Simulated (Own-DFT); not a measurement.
GaP (zincblende, atoms displaced) (calculated)

All values are calculated (Own-DFT development build). A calculation, not a measurement: plane-wave PBE density functional theory by an unreviewed code, no spin, of a simulated periodic cell, stress positive in tension, free energy of the whole cell less one offset for each atom, forces on such cells passed a denser k mesh, this cell's mesh not checked; offsets are fitted by least squares, one for each functional and potential file, so energies compare only between cells with the same atoms and settings and are not formation energies; the far tail of each file's local potential was reset to the Coulomb form; each entry is a single point on an unrelaxed cell, so the pressure reflects the starting lattice, mostly measured values (interpolated for alloys), from which strain is counted, and rises with the displacements; printed positions are rounded, which can move forces by about a meV/angstrom; the program, named Own-DFT, is a retired in-house code; no spin-orbit coupling.

Common to all runs: functional PBE; potential files PseudoDojo norm-conserving, scalar-relativistic, standard set; wave cutoff 42 hartree; occupations Fermi-Dirac; smearing width 0.1 eV; k mesh 2 x 3 x 3 centred on Gamma.

(1) GaP (zincblende, atoms displaced)

```xyz
96
Lattice="16.3515 0.0000 0.0000 0.0000 10.9010 0.0000 0.0000 0.0000 10.9010" Properties=species:S:1:pos:R:3 GaP
Ga    16.2394    10.8979     0.1834
Ga     0.0376     2.6942     2.8966
Ga     2.4998     0.0675     2.6757
Ga     2.6390     2.7601    10.8566
P      1.4366     1.4848     1.4648
P      1.4455     4.0513     3.9861
P      3.9945     1.4871     4.3469
P      3.9294     3.9347     1.2681
Ga    16.3113    10.7426     5.7468
Ga    16.3088     2.7469     7.8764
Ga     2.8141    10.8846     8.0660
Ga     2.3217     2.5781     5.5413
P      1.0157     1.3902     6.7144
P      1.3651     3.9023     9.6779
P      3.9929     1.1823     9.4166
P      4.1831     3.9463     6.9460
Ga    16.2717     5.3024    10.7832
Ga     0.1064     8.2946     2.9016
Ga     2.5139     5.3298     2.5347
Ga     2.5843     8.3600     0.1895
P      1.2299     6.7821     1.4897
P      1.6637     9.4136     4.3111
P      4.0606     6.7420     4.0718
P      4.2131     9.1992     1.2459
Ga    16.1349     5.4151     5.4417
Ga     0.2909     8.0153     8.1977
Ga     2.6963     5.9189     8.1580
Ga     2.8520     8.2385     5.5354
P      1.2083     6.5213     6.5524
P      1.3223     9.6675     9.6887
P      3.9894     6.8289     9.6845
P      4.0345     9.4777     6.7706
Ga     5.4772    10.8877     0.3365
Ga     5.3621     2.8043     2.4971
Ga     8.2419    10.8333     2.5662
Ga     8.0777     2.7210     0.1168
P      6.7916     1.3257     1.6516
P      6.9814     4.1825     3.8795
P      9.5951     1.1616     3.8451
P      9.5833     4.3219     1.4524
Ga     5.5515     0.1605     5.7051
Ga     5.4005     2.8158     7.8120
Ga     8.2446    10.8314     8.3818
Ga     8.1862     2.6014     5.4533
P      6.8838     1.4142     6.8545
P      6.8220     3.8260     9.1908
P      9.2004     1.4138     9.4717
P      9.8594     4.0290     6.7234
Ga     5.4384     5.5894     0.1658
Ga     5.6607     8.4108     2.6899
Ga     8.1135     5.2365     2.7778
Ga     7.9939     8.2228    10.6723
P      7.0536     6.7355     1.4296
P      7.0592     9.9749     4.1097
P      9.6593     6.6068     3.8796
P      9.3136     9.3963     1.4089
Ga     5.4330     5.4417     5.3937
Ga     5.5940     8.1833     8.2612
Ga     8.1820     5.2330     8.1135
Ga     8.1418     8.3684     5.3022
P      6.8373     6.7854     6.7063
P      6.7071     9.7429     9.7136
P      9.9654     7.1034     9.2392
P      9.4667     9.4669     6.9210
Ga    11.1612     0.0048     0.0770
Ga    11.0129     2.8452     2.5813
Ga    13.7389    10.7130     2.6809
Ga    13.5622     2.5502     0.0388
P     12.1412     1.4165     1.3135
P     12.1780     4.0655     4.0884
P     14.8341     1.3525     3.9692
P     15.1592     4.2424     1.3784
Ga    11.0074     0.1754     5.5818
Ga    10.7176     2.7882     8.1793
Ga    13.6012     0.1339     7.9392
Ga    13.5555     2.6507     5.4503
P     12.4009     1.2582     7.0869
P     12.2840     4.2425     9.3980
P     15.0199     1.3217     9.4050
P     15.0033     4.0481     6.8126
Ga    10.7434     5.4748     0.0455
Ga    11.0672     8.1700     2.7516
Ga    13.8651     5.5865     2.7371
Ga    13.7269     7.9724    10.7881
P     12.2116     6.7847     1.4975
P     12.3990     9.1771     3.7992
P     14.6986     6.6574     4.1537
P     14.9239     9.6425     1.3537
Ga    10.6796     5.4535     5.5806
Ga    10.8413     8.3594     7.9789
Ga    13.5854     5.4471     8.1293
Ga    13.5891     7.9163     5.3696
P     12.2662     6.7598     6.7440
P     12.1529     9.6613     9.9683
P     15.1911     6.4479     9.3359
P     15.1528     9.4913     6.5803
```

| Quantity | Value |
| --- | --- |
| free energy of cell above offsets | -13.502 eV |
| pressure | 8.65 GPa |
| stress xx | -8.54 GPa |
| stress yy | -9.03 GPa |
| stress zz | -8.36 GPa |
| stress yz | 1.13 GPa |
| stress xz | -0.88 GPa |
| stress xy | 0.07 GPa |

Force:
```csv
element,x (eV/Å),y (eV/Å),z (eV/Å)
Ga,1.224,1.952,-1.533
Ga,-0.98,0.227,-1.074
Ga,2.838,-1.544,2.189
Ga,1.708,-3.101,-0.34
P,-2.087,-0.285,-1.502
P,-1.479,0.361,2.347
P,0.534,-0.745,-1.666
P,1.164,2.358,-0.115
Ga,3.697,3.713,-6.517
Ga,-0.237,0.714,4.892
Ga,-2.185,-0.474,-0.083
Ga,3.221,1.947,-1.215
P,2.888,-2.087,1.348
P,-1.818,2.473,-3.705
P,1.91,2.257,1.985
P,-7.536,6.695,-5.387
Ga,2.405,0.072,0.852
Ga,-0.898,-0.442,0.195
Ga,2.217,0.623,0.813
Ga,-1.409,-2.326,-1.373
P,-0.693,1.059,-1.867
P,-3.722,3.059,-2.651
P,0.15,0.549,-0.834
P,0.256,3.098,1.574
Ga,-0.439,-1.805,-2.435
Ga,-1.016,0.602,-0.202
Ga,0.033,-3.346,-0.19
Ga,0.469,-4.658,-0.349
P,2.889,3.37,1.84
P,0.167,-0.548,-1.344
P,0.82,1.758,0.27
P,2.712,1.029,1.941
Ga,-1.412,0.603,-1.2
Ga,-0.043,-0.095,3.202
Ga,1.008,0.836,-0.193
Ga,-0.105,0.654,-0.155
P,-0.107,0.926,-1.998
P,-6.122,-5.591,5.871
P,1.321,2.329,1.799
P,-0.784,-3.212,-1.188
Ga,-1.704,-0.972,-2.285
Ga,4.354,-6.167,5.011
Ga,-1.679,-1.513,-2.178
Ga,1.337,0.742,-1.748
P,1.18,-0.646,1.342
P,0.031,1.387,3.578
P,3.974,1.853,2.25
P,-5.291,-2.28,0.667
Ga,0.014,-1.405,-0.761
Ga,0.757,-1.709,1.956
Ga,4.475,5.313,-3.529
Ga,2.405,-1.391,0.671
P,-1.343,1.26,-0.92
P,-3.377,-2.228,1.565
P,-0.894,1.855,1.442
P,2.524,-0.999,-1.661
Ga,-0.116,-0.74,0.013
Ga,-0.978,-0.241,-0.052
Ga,1.353,1.715,-0.638
Ga,0.698,-1.932,0.036
P,0.508,0.467,0.486
P,-0.333,-0.57,-1.659
P,-5.312,-5.205,5.256
P,-1.487,3.108,-2.764
Ga,-7.402,3.957,3.1
Ga,-1.233,-0.286,1.153
Ga,-2.697,2.19,1.549
Ga,1.332,1.939,-1.514
P,1.71,-0.025,1.883
P,1.117,0.782,0.664
P,0.967,-0.616,1.246
P,-1.953,-2.766,1.29
Ga,-0.756,-1.471,-1.132
Ga,1.964,-1.758,2.589
Ga,7.191,-7.447,5.917
Ga,-0.231,0.379,-0.225
P,-7.433,7.073,-5.563
P,-1.611,-2.252,2.447
P,-0.045,0.305,0.678
P,-2.448,0.643,-1.117
Ga,2.21,1.883,-2.194
Ga,-5.535,-2.06,-2.716
Ga,-4.031,-4.024,-4.175
Ga,-0.45,0.035,0.579
P,1.62,-1.242,-2.328
P,3.074,4.808,4.815
P,6.139,2.371,1.853
P,1.668,-3.946,-1.042
Ga,3.058,2.983,-3.643
Ga,5.544,1.156,-0.711
Ga,0.302,0.079,-1.25
Ga,-0.978,2.973,1.496
P,-0.707,0.778,0.842
P,5.516,-6.461,-7.327
P,-1.289,3.571,-0.314
P,-6.27,-6.264,5.067
```

(2) GaP (zincblende, atoms displaced)

```xyz
96
Lattice="16.3515 0.0000 0.0000 0.0000 10.9010 0.0000 0.0000 0.0000 10.9010" Properties=species:S:1:pos:R:3 GaP
Ga    16.2719     0.0891    10.7862
Ga    16.1885     2.4628     2.5456
Ga     2.6520     0.1309     2.4945
Ga     2.7055     2.6635     0.1229
P      1.5802     1.4517     1.1584
P      1.3689     4.1055     4.0891
P      4.0615     1.4530     3.9972
P      4.3646     4.2062     1.2892
Ga    16.3395     0.0913     5.4502
Ga    16.2089     2.6875     7.9762
Ga     2.9204     0.0807     8.0590
Ga     2.6149     2.5700     5.6646
P      1.0039     1.2942     6.8481
P      1.3011     4.0538     9.4728
P      3.9897     1.3543     9.4539
P      3.9828     3.8854     7.1322
Ga    16.2623     5.1996    10.8660
Ga     0.0127     8.1315     2.7747
Ga     2.6405     5.3385     2.6681
Ga     2.6899     8.0027     0.0695
P      1.3230     6.8269     1.4542
P      1.3206     9.7276     4.1290
P      4.1250     6.5048     4.1808
P      4.1027     9.5420     1.3186
Ga     0.2071     5.6633     5.5392
Ga     0.1632     7.9833     8.0277
Ga     2.6643     5.5494     8.0334
Ga     2.8188     8.1433     5.6546
P      1.1461     6.6771     7.0181
P      1.3810     9.3750     9.4030
P      4.2778     6.6614     9.5471
P      4.2184     9.3604     6.6965
Ga     5.4203     0.0520     0.2276
Ga     5.3967     2.5041     2.6543
Ga     8.2757     0.0524     2.7608
Ga     7.9362     2.8555     0.1557
P      6.6058     1.3757     1.3928
P      7.0759     4.2208     4.2137
P      9.5691     1.5353     3.9640
P     10.0649     4.2157     1.4354
Ga     5.4228     0.0612     5.6981
Ga     5.1835     2.8578     8.1668
Ga     8.0658    10.8814     8.2103
Ga     8.2337     2.8028     5.5765
P      6.7241     1.4061     6.9891
P      6.7186     4.0251     9.7405
P      9.5672     1.1600     9.4806
P      9.6309     4.2309     6.8400
Ga     5.3353     5.5816     0.2046
Ga     5.3965     8.2071     2.6661
Ga     7.8540     5.3908     2.8824
Ga     7.9437     8.0686    10.8748
P      6.9048     6.6709     1.5640
P      6.6449     9.5672     4.0125
P      9.4251     6.7721     4.2036
P      9.4975     9.4809     1.1643
Ga     5.2875     5.5236     5.4983
Ga     5.3807     8.1402     8.1622
Ga     8.0310     5.6600     7.9338
Ga     8.2700     8.0305     5.4947
P      7.1817     6.7780     6.7799
P      6.8156     9.4458     9.7180
P      9.2912     7.0301     9.4090
P      9.6295     9.4773     6.8857
Ga    10.7741     0.0104     0.1728
Ga    11.0682     2.9886     2.7049
Ga    13.6733     0.0934     2.7657
Ga    13.2957     2.7983    10.8902
P     12.4209     1.5045     1.3394
P     12.1155     4.1814     4.1453
P     15.1168     1.6905     4.0450
P     14.9143     4.0110     1.2390
Ga    11.2521     0.2343     5.3077
Ga    10.8682     2.5145     7.9073
Ga    13.4585     0.0355     8.4485
Ga    13.6232     2.6597     5.2813
P     12.2973     1.2786     6.8676
P     12.2686     3.7920     9.6508
P     14.9838     1.4366     9.4999
P     14.8269     4.1339     6.6201
Ga    10.8697     5.3522    10.8610
Ga    10.8787     8.0258     2.5767
Ga    13.7809     5.2138     2.7570
Ga    13.5112     7.9721     0.1128
P     12.4778     6.4998     1.2777
P     12.6670     9.4508     4.0238
P     15.3003     6.8562     3.9176
P     14.9259     9.5821     1.2551
Ga    11.0233     5.5479     5.6655
Ga    11.0749     8.0839     8.0913
Ga    13.6629     5.2245     8.2800
Ga    13.5710     8.1965     5.3942
P     12.6221     6.6298     7.0212
P     12.0839     9.6736     9.4550
P     14.8709     6.9876     9.5242
P     14.9629     9.5019     6.8963
```

| Item | Value |
| --- | --- |
| free energy of cell above offsets | -16.419 eV |
| pressure | 8.14 GPa |
| stress xx | -6.64 GPa |
| stress yy | -8.34 GPa |
| stress zz | -9.44 GPa |
| stress yz | 4.02 GPa |
| stress xz | -0.37 GPa |
| stress xy | 0.41 GPa |

Force:
```csv
element,x (eV/Å),y (eV/Å),z (eV/Å)
Ga,0.96,-1.368,-0.203
Ga,3.64,3.424,-3.521
Ga,1.205,-1.726,2.433
Ga,4.058,5.257,-4.584
P,-6.209,-3.492,2.977
P,-0.544,-1.139,0.745
P,-1.403,-1.467,2.327
P,-4.586,-4.293,3.352
Ga,-2.432,-1.768,-1.206
Ga,-1.168,2.361,1.549
Ga,-2.48,-2.127,-0.478
Ga,-0.209,0.728,-1.489
P,4.663,-0.206,0.67
P,0.603,-0.49,-0.25
P,1.289,0.356,2.179
P,-5.049,5.732,-6.798
Ga,0.363,2.651,-0.739
Ga,1.917,4.435,-2.585
Ga,0.95,-0.091,-0.003
Ga,0.452,0.911,-1.353
P,0.12,-1.315,-0.899
P,1.102,-1.323,-0.787
P,-3.273,4.152,-3.187
P,-1.678,-0.912,0.331
Ga,-2.869,-3.501,-4.25
Ga,-5.268,6.009,4.579
Ga,1.406,-1.719,2.85
Ga,-2.319,-1.625,-2.622
P,5.929,-1.063,-2.659
P,0.811,1.171,0.732
P,-2.486,1.363,-1.231
P,0,2.045,1.828
Ga,-0.628,-1.238,-3.414
Ga,-0.26,3.905,1.727
Ga,-0.927,-1.064,-0.432
Ga,3.111,-1.312,0.376
P,4.336,-0.601,-0.087
P,-5.127,-4.937,3.964
P,0.902,-0.102,0.924
P,-7.303,-0.072,0.234
Ga,0.58,0.201,-2.944
Ga,6.788,-4.7,5.803
Ga,0.898,-1.312,0.396
Ga,0.409,-0.59,-0.092
P,0.356,0.982,-0.425
P,-1.126,2.368,-2.671
P,-0.804,2.134,0.453
P,-0.606,-1.355,0.992
Ga,4.027,1.501,-2.362
Ga,0.108,-0.939,0.949
Ga,6.034,1.966,-2.369
Ga,1.576,-0.905,1.741
P,-2.156,2.961,-2.661
P,1.691,0.426,1.521
P,2.466,-0.986,-2.122
P,-1.021,-1.053,2.422
Ga,3.921,-3.025,3.373
Ga,2.181,-0.405,1.084
Ga,5.95,-8.443,9.187
Ga,0.371,4.425,-1.001
P,-10.28,5.83,-5.818
P,-2.573,2.251,-1.962
P,2.385,-2.062,0.177
P,-0.353,0.851,-1.585
Ga,1.878,1.215,-1.395
Ga,0.586,-4.191,0.996
Ga,1.467,0.55,-0.941
Ga,7.254,-2.919,2.941
P,-2.741,-3.207,2.906
P,2.622,0.444,1.28
P,-2.029,-4.735,2.655
P,0.039,-1.665,0.663
Ga,-2.335,-2.565,-1.492
Ga,-1.447,1.58,2.449
Ga,2.542,0.192,-1.559
Ga,-1.856,1.389,1.42
P,2.712,0.735,-0.786
P,-5.275,5.381,-7.254
P,-1.116,0.689,0.344
P,1.646,0.062,0.364
Ga,1.152,2.795,-3.825
Ga,0.351,-0.083,0.525
Ga,-0.026,1.191,1.096
Ga,0.591,3.047,-1.379
P,-2.114,0.176,1.526
P,-4.417,1.793,-1.89
P,-4.291,-3.267,3.741
P,0.627,-0.151,0.784
Ga,-0.2,0.872,-0.866
Ga,-0.749,0.214,0.345
Ga,1.112,-0.911,2.079
Ga,3.232,-2.339,2.635
P,-2.485,2.245,-2.241
P,-0.6,-2.292,2.781
P,1.458,-2.244,-0.496
P,-0.002,0.328,-0.491
```

(3) GaP (zincblende, atoms displaced)

```xyz
96
Lattice="16.3515 0.0000 0.0000 0.0000 10.9010 0.0000 0.0000 0.0000 10.9010" Properties=species:S:1:pos:R:3 GaP
Ga    16.2689     0.0591     0.2172
Ga    16.1841     2.7852     2.7916
Ga     2.6145     0.0808     2.9444
Ga     2.7797     2.8761    10.8766
P      1.0941     1.2841     1.5272
P      1.4454     4.3496     4.2826
P      4.0137     1.5102     4.0854
P      3.9423     4.4289     1.7339
Ga     0.2065    10.7883     5.4414
Ga     0.2656     2.6742     8.0230
Ga     2.7091    10.7243     8.0906
Ga     2.9750     2.6517     5.2842
P      1.5130     1.2926     6.5195
P      1.5390     4.3364     9.5176
P      4.0662     1.5508     9.4903
P      4.0016     4.0222     6.6421
Ga    16.1567     5.5459    10.7646
Ga     0.1372     8.2592     2.7630
Ga     2.7736     5.4631     3.0479
Ga     2.8437     8.3039     0.0153
P      1.3779     6.8479     1.3727
P      1.3664     9.6984     4.0482
P      4.2281     6.8951     4.2007
P      3.9189     9.5028     1.2468
Ga     0.0035     5.1485     5.4630
Ga     0.1333     8.3425     8.1366
Ga     2.8432     5.6231     8.3172
Ga     2.7058     8.3422     5.5852
P      1.4750     6.9455     6.8213
P      1.4190     9.3889     9.3897
P      4.0043     6.7090     9.5133
P      3.9776     9.5463     6.5743
Ga     5.6831     0.0186    10.8470
Ga     5.5498     2.6326     2.8819
Ga     8.3239     0.0230     2.6052
Ga     8.1275     2.7181    10.6789
P      6.6919     1.1990     1.1890
P      6.8362     4.1391     4.0444
P      9.6816     1.4399     4.0439
P      9.4785     3.9716     1.5623
Ga     5.4843    10.6988     5.4319
Ga     5.4888     2.7337     8.2061
Ga     8.0224    10.8321     8.5153
Ga     8.2009     3.0588     5.3069
P      6.7536     1.4042     6.9627
P      6.7849     4.1642     9.4573
P      9.3999     1.3915     9.2880
P      9.4644     4.1225     6.7935
Ga     5.1028     5.3969    10.7498
Ga     5.5359     8.3005     2.5637
Ga     7.8324     5.2217     2.8834
Ga     8.2609     8.1551    10.8913
P      6.9212     6.5389     1.3516
P      6.7713     9.6326     4.3186
P      9.6949     6.9516     3.7007
P      9.6828     9.4751     1.1587
Ga     5.5866     5.4102     5.5286
Ga     5.2722     8.2018     8.3178
Ga     7.9334     5.7123     8.1952
Ga     8.0536     8.3986     5.3988
P      6.8032     6.7972     6.7166
P      6.9102     9.4284     9.7451
P      9.3673     6.8284     9.5059
P      9.3545     9.6684     6.6042
Ga    11.0892     0.0281    10.4947
Ga    11.0287     2.7232     2.6131
Ga    13.6957    10.8986     2.4023
Ga    13.7091     2.6709    10.7355
P     12.2319     1.4482     1.4429
P     12.3515     4.0679     4.1554
P     15.3489     1.3580     4.2576
P     14.8920     4.0613     1.5215
Ga    10.7364     0.0508     5.3205
Ga    11.1172     3.0426     8.0383
Ga    13.5563     0.0570     8.0570
Ga    13.4983     2.7648     5.3769
P     12.2368     1.4847     7.0195
P     12.2722     4.1650     9.5357
P     14.8898     1.4841     9.4450
P     15.0617     4.0574     6.9010
Ga    10.9349     5.2505     0.1351
Ga    10.8565     8.3373     2.5995
Ga    13.5346     5.5209     2.7269
Ga    13.4151     8.4945    10.7198
P     12.2197     6.6378     1.3790
P     12.0402     9.4206     4.1189
P     15.0275     6.7209     4.0155
P     15.0251     9.2759     1.5212
Ga    10.8099     5.3514     5.7344
Ga    10.8217     8.2354     8.4618
Ga    13.5081     5.3281     8.2379
Ga    13.7126     8.1913     5.3293
P     12.0222     6.8372     7.1183
P     12.1914     9.3729     9.5436
P     14.9499     6.9622     9.6965
P     15.1562     9.5333     6.9406
```

| Item | Value |
| --- | --- |
| free energy of cell above offsets | -18.775 eV |
| pressure | 8.03 GPa |
| stress xx | -8.3 GPa |
| stress yy | -7.97 GPa |
| stress zz | -7.84 GPa |
| stress yz | -0.56 GPa |
| stress xz | -0.57 GPa |
| stress xy | -0.09 GPa |

Force:
```csv
element,x (eV/Å),y (eV/Å),z (eV/Å)
Ga,-1.178,-1.652,-2.265
Ga,1.739,0.515,0.46
Ga,1.502,1.303,-3.075
Ga,-0.56,0.006,1.776
P,2.83,2.115,0.101
P,1.209,-4.706,-1.993
P,4.055,-5.083,-3.292
P,3.234,-4.433,-4.177
Ga,-2.311,0.382,1.657
Ga,-0.143,0.377,0.571
Ga,0.301,2.066,0.006
Ga,-4.828,3.653,3.252
P,0.782,0.753,2.388
P,-2.373,-1.956,0.518
P,0.014,-2.215,0.518
P,1.71,1.615,2.49
Ga,1.803,-1.291,2.41
Ga,0.672,-2.153,0.7
Ga,-1.478,4.396,0.566
Ga,-3.306,-3.446,-2.085
P,0.357,-0.268,-0.1
P,0.42,-3.84,0.715
P,-0.13,0.729,-0.193
P,3.521,3.799,3.101
Ga,-2.29,3.832,2.04
Ga,-1.26,-3.832,-0.164
Ga,-2.749,-2.406,-5.575
Ga,-2.156,-3.381,-3.74
P,-1.286,-1.47,0.237
P,1.249,2.746,3.521
P,1.959,4.981,2.092
P,3.296,1.932,4.377
Ga,-5.326,-2.316,-2.49
Ga,-0.602,0.451,-2.154
Ga,-0.264,-0.136,0.248
Ga,0.394,-0.033,1.707
P,3.598,4.379,4.438
P,-5.74,-4.829,5.145
P,-1.971,1.422,-1.096
P,-0.887,0.22,-1.865
Ga,-2.221,4.772,2.608
Ga,-0.995,1.039,-1.013
Ga,0.098,0.067,-3.853
Ga,0.976,-3.522,1.219
P,0.819,-1.199,-1.623
P,-0.853,0.198,0.781
P,2.958,1.259,0.99
P,-1.533,-0.283,2.323
Ga,2.907,-1.39,2.989
Ga,-0.124,-1.251,0.713
Ga,7.319,6.275,-5.806
Ga,-0.167,-1.747,2.127
P,-1.724,2.244,-1.515
P,1.309,-0.531,-6.691
P,-3.439,-2.988,3.753
P,-0.655,2.375,-0.571
Ga,-2.206,-0.254,-0.615
Ga,1.097,0.179,-1.453
Ga,1.337,-1.592,0.139
Ga,2.182,-3.954,0.197
P,-0.472,2.489,0.212
P,-2.419,-0.929,-1.34
P,1.719,-0.982,0.822
P,0.993,0.287,3.621
Ga,-2.574,2.613,2.665
Ga,-1.101,1.347,2.439
Ga,0.105,-0.007,2.671
Ga,-1.669,1.745,2.79
P,1.793,-2.022,-3.8
P,-2.252,1.71,-1.036
P,-3.802,0.083,-0.327
P,-0.227,0.682,-2.356
Ga,1.523,-0.585,1.616
Ga,-2.474,-0.737,0.421
Ga,1.329,-0.995,0.866
Ga,2.918,-2.178,1.782
P,-0.361,-1.154,-3.282
P,-0.479,-1.37,2.262
P,2.728,-2.428,-0.962
P,-1.382,-0.563,0.215
Ga,-1.682,0.712,-0.01
Ga,1.741,-0.872,-1.163
Ga,0.795,-0.735,0.69
Ga,6.047,-5.772,6.296
P,-0.347,2.784,-1.09
P,2.37,1.604,0.252
P,0.681,0.547,0.916
P,-1.919,1.947,-2.805
Ga,1.879,2.714,-2.929
Ga,-2.946,-1.433,-3.256
Ga,2.226,2.813,-1.175
Ga,-0.59,-0.366,1.038
P,1.871,-0.338,-1.739
P,-1.105,5.105,-4.745
P,-1.416,1.041,-2.686
P,-2.39,1.319,-2.342
```
